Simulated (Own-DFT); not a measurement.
# PBE and PBEsol under strain: C40 NbSi2, 36 atoms (Nb12Si24)

Everything here is calculated. The program is Own-DFT (plane waves, in-house, since retired, never reviewed by a person); positions were held fixed, and spin and spin-orbit coupling were off.

Known weak points: forces on such cells failed a check on a denser k mesh; stress not checked against mesh or cutoff.

Each geometry was run with PBE and with PBEsol, otherwise alike: PseudoDojo norm-conserving scalar-relativistic files made for PBE; cutoff 42 hartree; 4 x 4 x 5 k mesh centred on Gamma; cold (Marzari-Vanderbilt) smearing of 0.2 eV. Unstrained cell vectors in Å: (0.000, 8.324, 0.000); (-9.613, 0.000, 0.000); (0.000, 0.000, 6.586). Each has a uniform strain, of which the change of volume is shown, and random moves of rms u per axis.

```
run,volume change (%),u (Å),P with PBE (GPa),P with PBEsol (GPa)
1,0.83,0.0464,1.32,-2.30
2,-0.99,0.0467,4.20,0.51
3,1.34,0.0483,0.34,-3.26
4,-1.77,0.0506,6.43,2.69
5,-2.63,0.0522,9.00,5.21
6,2.07,0.0497,-1.09,-4.65
7,-0.72,0.0513,4.35,0.66
8,2.49,0.0513,-1.93,-5.47
9,4.16,0.0486,-4.06,-7.53
10,0.23,0.0504,1.87,-1.77
11,-0.83,0.0572,5.56,?
```

Q: by how much does PBEsol shrink this cell, and what belongs in the blank?

## Worked answer

Write v for the change of volume as a fraction. Fitted to v and u², the PBE pressure has a slope of -186 ± 10 GPa in v, with the ions held to the strained lattice. The difference PBEsol less PBE is -3.66 + 4.6 v GPa (slope ± 0.1) and averages -3.63 GPa. Divided by the mean slope of the two, 184 GPa, that makes PBEsol's volume at a given pressure, near 0 GPa, about 2.0 % smaller, or 0.66 % in lengths. At one volume PBEsol's slope is the smaller by 5 GPa, but its pressure there is lower too. If stiffness rises by about 4 GPa for each GPa, PBEsol at equal pressure is stiffer by about 10 GPa. Files made for PBEsol would give a different shift.

For run 11 the line gives 1.86 GPa. The calculation gave 1.86 GPa.
